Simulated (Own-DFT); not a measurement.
Simulation results for Hf$_{36}$O$_{71}$ (tetragonal hafnia with one neutral oxygen vacancy, atoms displaced)

All values are calculated (Own-DFT development build). A calculation, not a measurement: plane-wave PBE and HSE06 DFT by an unreviewed code, no spin, of a simulated cell at Gamma alone, so results move with cell size and shape, stress positive in tension, energies less offsets, not probed for a lower state with spin; hafnium file: forces about 75 meV/angstrom off all-electron values; oxygen file: force components 24 meV/angstrom off all-electron in a glass; k mesh not checked against a denser one; forces and stress are PBE's, HSE06 gives the energy alone, and its difference from PBE has offsets of its own; offsets are fitted by least squares, one for each functional and potential file, so energies compare only between cells with the same atoms and settings and are not formation energies; the far tail of each file's local potential was reset to the Coulomb form; each entry is a single point on an unrelaxed cell, so the pressure reflects the starting lattice, taken from the Materials Project, from which strain is counted, and rises with the displacements; printed positions are rounded, which can move forces by about a meV/angstrom; the program is a retired in-house code; no spin-orbit coupling.

## Hf$_{36}$O$_{71}$ (tetragonal hafnia with one neutral oxygen vacancy, atoms displaced)

```
cell vectors (Å)
  10.7800     0.0000     0.0000
   0.0000    10.7800     0.0000
   0.0000     0.0000    10.4493
atoms (fractions of the cell vectors)
Hf  0.00064  0.99504  0.00028
Hf  0.16568  0.16952  0.24835
O   0.00127  0.17709  0.15889
O   0.16153  0.00538  0.34750
O   0.99813  0.16702  0.40161
O   0.16855  0.99956  0.10536
Hf  0.00186  0.99865  0.50385
Hf  0.17462  0.16314  0.74763
O   0.99924  0.15565  0.65566
O   0.15813  0.99919  0.84801
O   0.00099  0.16565  0.90830
O   0.15795  0.00332  0.60698
Hf  0.99150  0.33092  0.99794
Hf  0.17172  0.49656  0.24664
O   0.99892  0.49883  0.14975
O   0.17190  0.32867  0.34131
O   0.01132  0.49536  0.40497
O   0.17952  0.32936  0.08681
Hf  0.99941  0.34460  0.50256
Hf  0.16102  0.50033  0.75558
O   0.00084  0.50072  0.64615
O   0.16693  0.33256  0.84234
O   0.99688  0.50057  0.89812
O   0.16800  0.33507  0.60859
Hf  0.99712  0.67079  0.99812
Hf  0.16595  0.83904  0.24430
O   0.00699  0.83087  0.14815
O   0.17491  0.66799  0.35004
O   0.00022  0.83250  0.39075
O   0.16736  0.66220  0.10648
Hf  0.99753  0.66788  0.50549
Hf  0.17315  0.82999  0.74729
O   0.00214  0.82970  0.66151
O   0.16750  0.66294  0.84256
O   0.00545  0.83659  0.89252
O   0.16702  0.66280  0.59775
Hf  0.33897  0.00002  0.00303
Hf  0.49364  0.15390  0.24802
O   0.34069  0.16875  0.14971
O   0.49266  0.99814  0.34749
O   0.33693  0.17127  0.39941
O   0.49940  0.99360  0.10198
Hf  0.32848  0.00689  0.50103
Hf  0.50144  0.16491  0.74911
O   0.32999  0.16295  0.65402
O   0.50270  0.00482  0.85035
O   0.33630  0.15968  0.89637
O   0.50497  0.01216  0.59217
Hf  0.33045  0.33723  0.00360
Hf  0.50395  0.49888  0.25025
O   0.33371  0.50592  0.15670
O   0.49865  0.33850  0.34287
O   0.33322  0.49532  0.39724
O   0.50045  0.33670  0.09119
Hf  0.32650  0.32800  0.49932
Hf  0.49873  0.50077  0.74897
O   0.33862  0.50030  0.64586
O   0.49839  0.33297  0.84706
O   0.34033  0.50817  0.89523
O   0.48890  0.33173  0.60915
Hf  0.32559  0.66956  0.00168
Hf  0.49742  0.83941  0.25197
O   0.32950  0.83157  0.14613
O   0.50048  0.66643  0.34754
O   0.33022  0.82895  0.40378
O   0.49996  0.67350  0.10367
Hf  0.33058  0.67014  0.50235
Hf  0.49444  0.83617  0.74882
O   0.34230  0.83241  0.65095
O   0.49673  0.66853  0.84583
O   0.33340  0.84364  0.90890
O   0.50237  0.66006  0.58760
Hf  0.66957  0.99933  0.99121
Hf  0.82445  0.16617  0.25799
O   0.67172  0.17004  0.15017
O   0.82986  0.00740  0.35071
O   0.66721  0.17060  0.40587
O   0.83971  0.00223  0.09426
Hf  0.66648  0.99686  0.50267
Hf  0.84060  0.17370  0.74482
O   0.65819  0.16284  0.65268
O   0.83209  0.99827  0.84661
O   0.67187  0.16713  0.89792
O   0.83664  0.00345  0.59966
Hf  0.66696  0.32679  0.00526
Hf  0.84124  0.50270  0.24948
O   0.67242  0.50571  0.14885
O   0.83409  0.34377  0.34864
O   0.67027  0.49646  0.40332
O   0.83374  0.33037  0.09893
Hf  0.66626  0.33032  0.49510
Hf  0.83170  0.49543  0.75119
O   0.66830  0.50766  0.65887
O   0.83517  0.32890  0.85315
O   0.66926  0.50519  0.90544
O   0.83061  0.33104  0.59896
Hf  0.66348  0.66348  0.99516
Hf  0.82904  0.82876  0.24581
O   0.66070  0.83164  0.15733
O   0.84082  0.67152  0.34630
O   0.67384  0.82784  0.40187
Hf  0.66741  0.66692  0.49499
Hf  0.82399  0.83686  0.74850
O   0.66503  0.83093  0.64456
O   0.83744  0.65894  0.84992
O   0.66250  0.83450  0.90660
O   0.82826  0.66254  0.59793
```

```
first functional                 : PBE
second functional                : HSE06
exact exchange share             : 0.25
screening                        : 0.11 1/bohr
exchange divergence              : Gygi-Baldereschi
potential files                  : PseudoDojo norm-conserving, scalar-relativistic, made for PBE, standard set
wave cutoff                      : 48 hartree
occupations                      : fixed
k mesh                           : 1 x 1 x 1 centred on Gamma
PBE energy of cell above offsets : -96.793 eV
HSE06 less PBE above offsets     : 0.087 eV
PBE pressure                     : 1.97 GPa
PBE stress xx                    : -2.15 GPa
PBE stress yy                    : -1.58 GPa
PBE stress zz                    : -2.17 GPa
PBE stress yz                    : 0.04 GPa
PBE stress xz                    : 0.57 GPa
PBE stress xy                    : 0.04 GPa
```

Force:
```csv
element,x (eV/Å),y (eV/Å),z (eV/Å)
Hf,1.12,0.475,-0.619
Hf,-0.854,-0.898,-0.603
O,-0.302,0.034,-0.262
O,0.953,-0.338,0.943
O,0.158,0.546,1.22
O,0.002,0.39,-0.788
Hf,-0.796,0.606,-1.524
Hf,-1.81,0.244,1.88
O,0.721,0.924,-0.145
O,0.771,-0.315,-0.197
O,-0.477,-0.017,-0.228
O,2.405,-0.839,-1.052
Hf,1.003,-0.308,0.319
Hf,0.204,1.737,1.356
O,0.504,0.103,-0.233
O,-0.265,0.7,0.775
O,-0.382,1.805,-0.83
O,-3.879,0.319,2.005
Hf,0.323,-2.389,0.127
Hf,1.625,-1.304,-1.431
O,-0.789,-0.191,0.44
O,0.161,0.093,0.77
O,0.588,-0.167,0.391
O,-0.766,-0.417,-1.712
Hf,-0.381,0.213,-0.005
Hf,0.32,-1.046,1.504
O,-1.715,-0.322,-0.857
O,-0.586,-0.424,-0.546
O,0.006,0.403,1.772
O,-0.769,0.028,-1.489
Hf,0.557,0.499,-0.917
Hf,-1.673,0.877,1.064
O,-0.709,-0.335,-1.542
O,0.353,1.59,1.265
O,-0.406,-1.262,1.542
O,-0.406,0.781,0.509
Hf,-1.362,1.242,0.12
Hf,1.32,2.767,-0.087
O,-0.994,-0.307,-0.086
O,0.312,0.324,1.147
O,0.146,-1.838,-0.017
O,0.96,0.705,0.064
Hf,0.088,-0.709,-0.367
Hf,-0.566,2.055,0.488
O,0.936,-0.8,-1.658
O,0.278,-1.548,-0.137
O,-0.583,0.857,0.76
O,-2.029,-1.008,0.204
Hf,3.279,-0.047,-3.238
Hf,-0.268,1.142,-0.013
O,0.593,-0.492,-1.364
O,0.574,-2.013,0.359
O,-0.395,0.172,0.719
O,0.166,0.178,0.812
Hf,1.173,3.075,0.726
Hf,-0.706,-0.785,-0.33
O,-1.45,0.478,0.761
O,0.533,-0.125,0.109
O,-0.852,-0.882,1.274
O,1.412,-0.332,-1.902
Hf,1.717,-0.316,0.604
Hf,-0.61,-3.321,-0.938
O,0.571,0.328,0.811
O,0.261,0.354,-0.27
O,0.226,2.55,0.161
O,-0.46,-0.478,-1.482
Hf,0.51,-2.606,-1.422
Hf,2.05,-0.774,1.247
O,-1.634,0.446,-0.511
O,0.318,1.284,-0.293
O,-0.137,-1.93,-1.809
O,-0.041,0.703,0.916
Hf,0.566,0.753,0.907
Hf,2.351,0.965,-0.488
O,-1.902,-0.474,0.047
O,-0.437,-1.58,-0.18
O,-0.106,-1.237,-0.845
O,-1.326,-0.3,0.513
Hf,1.586,0.294,-0.253
Hf,-1.384,-1.502,0.574
O,2.592,0.367,-0.414
O,-0.354,0.184,-0.106
O,-0.364,-0.261,0.529
O,-1.146,-0.833,-0.104
Hf,-0.409,0.906,-0.866
Hf,-1.396,0.084,-0.346
O,0.459,0.268,0.505
O,0.008,-1.498,0.465
O,-0.136,0.702,-0.065
O,-0.346,0.412,0.156
Hf,-1.518,1.216,1.231
Hf,-0.275,0.737,0.15
O,-0.068,-0.842,-0.325
O,0.253,0.916,-0.336
O,-0.013,-1.831,-0.421
O,0.366,-0.132,0.312
Hf,-0.235,0.201,1.703
Hf,0.696,1.228,0.044
O,1.33,0.341,-0.266
O,-0.039,-1.553,-0.314
O,-0.288,1.734,-0.385
Hf,-1.074,-1.315,0.448
Hf,1.585,-0.761,0.412
O,-0.684,0.73,0.747
O,-0.189,1.889,0.03
O,0.536,-0.406,-1.202
O,1.217,0.45,-0.111
```
